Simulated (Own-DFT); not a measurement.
# One host, several defects: zincblende InP

Calculated, not measured: single-point runs of Own-DFT, a retired in-house plane-wave DFT program that no person has reviewed, on unrelaxed cells, without spin or spin-orbit coupling.

Method: PBE; PseudoDojo norm-conserving scalar-relativistic files; cutoff 36 hartree; 2 x 3 x 3 k mesh centred on Gamma; Fermi-Dirac smearing of 0.1 eV.

Caveats (not all hold for every row): not probed for a lower state with spin; forces on such cells failed a check on a denser k mesh; forces not confirmed at this smearing and k mesh; stress not checked against mesh or cutoff.

All runs share one cell, with vectors in Å (17.606, 0.000, 0.000); (0.000, 11.737, 0.000); (0.000, 0.000, 11.737) and a volume of 2425.5 Å³. Atoms were moved at random from their sites; u is the rms move along one axis. The defect's site can differ from row to row.

```
                                      cell  formula   u (Å)  P (GPa)
                                 no defect  In48P48  0.0189     3.18
                                 no defect  In48P48  0.0471     3.53
                                 no defect  In48P48  0.0512     3.61
one In on a P site and one P on an In site  In48P48  0.0289     3.51
one In on a P site and one P on an In site  In48P48  0.0490     3.77
one In on a P site and one P on an In site  In48P48  0.0511     3.88
                  two P on an In site each  In46P50  0.0285     2.99
                  two P on an In site each  In46P50  0.0293     3.00
                  two P on an In site each  In46P50  0.0490     3.22
                  two P on an In site each  In46P50  0.0509        ?
```

## What the rows give

P = P0 + c u² + a shift for each defect gives P0 = 3.13 GPa, c = 179 ± 13 GPa/Å² and a scatter of 0.03 GPa. The shifts, and each times the cell's volume:

- one In on a P site and one P on an In site: 0.24 ± 0.03 GPa, 3.6 eV
- two P on an In site each: -0.31 ± 0.03 GPa, -4.6 eV (-2.3 eV for each of its 2 sites)

A positive shift means that the defect pushes the cell outwards. Shift times volume (160.2 GPa Å³ is 1 eV) depends little on the cell's size, so, taken for each site, it can be compared between cells at like pressure. The atoms around the defects weren't relaxed, which would change these numbers.

## Prediction

Q: what pressure belongs in the blank (two P on an In site each, u = 0.0509 Å)?

The fit gives 3.29 ± 0.04 GPa. The hidden result is 3.34 GPa.
